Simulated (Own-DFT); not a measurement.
# Response to strain: C40 NbSi2, 36 atoms (Nb12Si24)

Calculated results; nothing here was measured. They come from Own-DFT, an in-house plane-wave density functional program, since retired, whose code no person has reviewed. Each row is one single-point run on a periodic cell that was not relaxed, without spin or spin-orbit coupling.

Settings of every run: PBE; PseudoDojo norm-conserving scalar-relativistic files; cutoff 42 hartree; 4 x 4 x 5 k mesh centred on Gamma; cold (Marzari-Vanderbilt) smearing of 0.2 eV.

Known limits: forces on such cells failed a check on a denser k mesh; stress not checked against mesh or cutoff.

Unstrained cell vectors in Å: (0.000, 8.324, 0.000); (-9.613, 0.000, 0.000); (0.000, 0.000, 6.586). The unstrained cell was taken from the Materials Project. The random moves and any unrelaxed bonds add to the pressure at no strain. Each run strains this cell uniformly, with the atoms carried along. Every atom was also moved at random, by a Gaussian of width 0.05 Å on each axis. Strain is the symmetric tensor, in per cent. Stress is positive in tension, and the pressure is minus a third of its trace.

```
run,e_xx (%),e_yy (%),e_zz (%),e_yz (%),e_xz (%),e_xy (%),s_xx (GPa),s_yy (GPa),s_zz (GPa),s_yz (GPa),s_xz (GPa),s_xy (GPa),P (GPa),E (meV/atom)
1,-1.26,-1.32,-0.21,0.19,1.02,0.45,-8.07,-8.33,-7.01,0.37,2.97,1.84,7.80,17.4
2,0.51,1.85,-1.00,-1.72,-0.90,-1.89,-1.04,3.81,-6.05,-4.89,-2.67,-5.54,1.09,26.3
3,-0.35,0.70,-0.93,1.02,-0.11,1.32,-4.36,-0.26,-8.16,3.41,-1.21,4.59,4.26,21.6
4,-1.96,-0.11,-0.12,-2.00,-1.51,0.98,-10.27,-4.65,-7.61,-7.30,-5.01,2.93,7.51,46.3
5,1.94,-1.74,-0.66,1.93,0.67,-1.06,2.59,-8.44,-7.66,6.64,1.92,-3.02,4.50,39.7
6,-0.66,-0.86,1.19,-1.67,-1.66,1.33,-5.02,-5.01,-0.07,-5.37,-4.78,4.26,3.37,25.9
7,1.58,0.77,-1.84,1.36,0.06,0.85,2.14,0.06,-10.58,4.57,-0.10,2.77,2.79,24.0
8,1.04,-1.76,0.19,1.23,-1.11,-1.97,-1.04,-8.01,-3.71,3.24,-3.55,-5.29,4.25,34.6
9,1.81,1.11,-0.79,0.12,1.00,1.54,3.66,2.32,-4.69,0.26,2.42,4.02,-0.43,15.2
10,-0.85,0.67,1.73,-0.21,-0.67,-0.33,-3.40,1.39,4.00,-0.79,-2.22,-1.08,-0.66,0.0
11,-1.50,-0.09,-1.76,-1.61,0.14,-0.69,-9.69,-5.79,-14.15,-6.04,0.86,-2.52,9.88,39.4
12,-1.93,0.42,-1.09,-0.45,1.45,-0.42,-11.12,-2.67,-10.76,-1.16,4.19,-1.07,8.18,35.5
13,1.22,1.86,-0.05,1.67,-0.51,-1.73,2.62,4.06,-2.14,4.76,-1.22,-5.04,-1.51,32.8
14,0.69,0.56,-0.47,1.66,-0.22,0.23,0.82,-0.33,-4.66,5.11,-0.70,0.29,1.39,5.4
15,0.08,-1.26,-0.17,0.18,0.96,-1.37,-3.15,-7.03,-5.91,1.04,2.79,-4.18,5.37,23.4
16,0.67,-1.33,1.37,-0.56,1.34,-1.46,?,?,?,?,?,?,?,?
```

E is the free energy for each atom above the lowest run shown.

## Worked fit

Each stress component was fitted by least squares to a constant and the strains of the runs shown, as fractions, with shears doubled. Shear strains stay in the fit of a normal stress only where such slopes are resolved. The slopes, in GPa:

| stress | at no strain | per e_xx | per e_yy | per e_zz | scatter |
|---|---|---|---|---|---|
| s_xx | -2.8 | 364 ± 12 | 70 ± 13 | 89 ± 17 | 0.58 |
| s_yy | -2.5 | 62 ± 10 | 366 ± 11 | 87 ± 14 | 0.48 |
| s_zz | -4.1 | 99 ± 10 | 97 ± 12 | 472 ± 15 | 0.51 |

Each shear stress against twice its own strain: yz 154 ± 8, xz 150 ± 6, xy 149 ± 4 GPa. These are stiffnesses along x, y and z of the frame in which the cell vectors are given, which need not be the crystal's axes. The atoms are held to the strained lattice; where symmetry lets them move under strain, relaxing them would lower some slopes. The table should be nearly symmetric about its diagonal, and what it lacks of that shows the noise. A ninth of its sum, 190 ± 7 GPa, estimates the bulk modulus near the mean pressure of these runs, 3.9 GPa, so it lies above the value at zero pressure.

## Withheld run

Question: what normal stresses and pressure should run 16 give?

The fit gives s_xx = 0.0, s_yy = -5.7, s_zz = 1.7 and P = 1.3 GPa. The calculation gave 0.09, -6.32, 2.26 and P = 1.32 GPa.
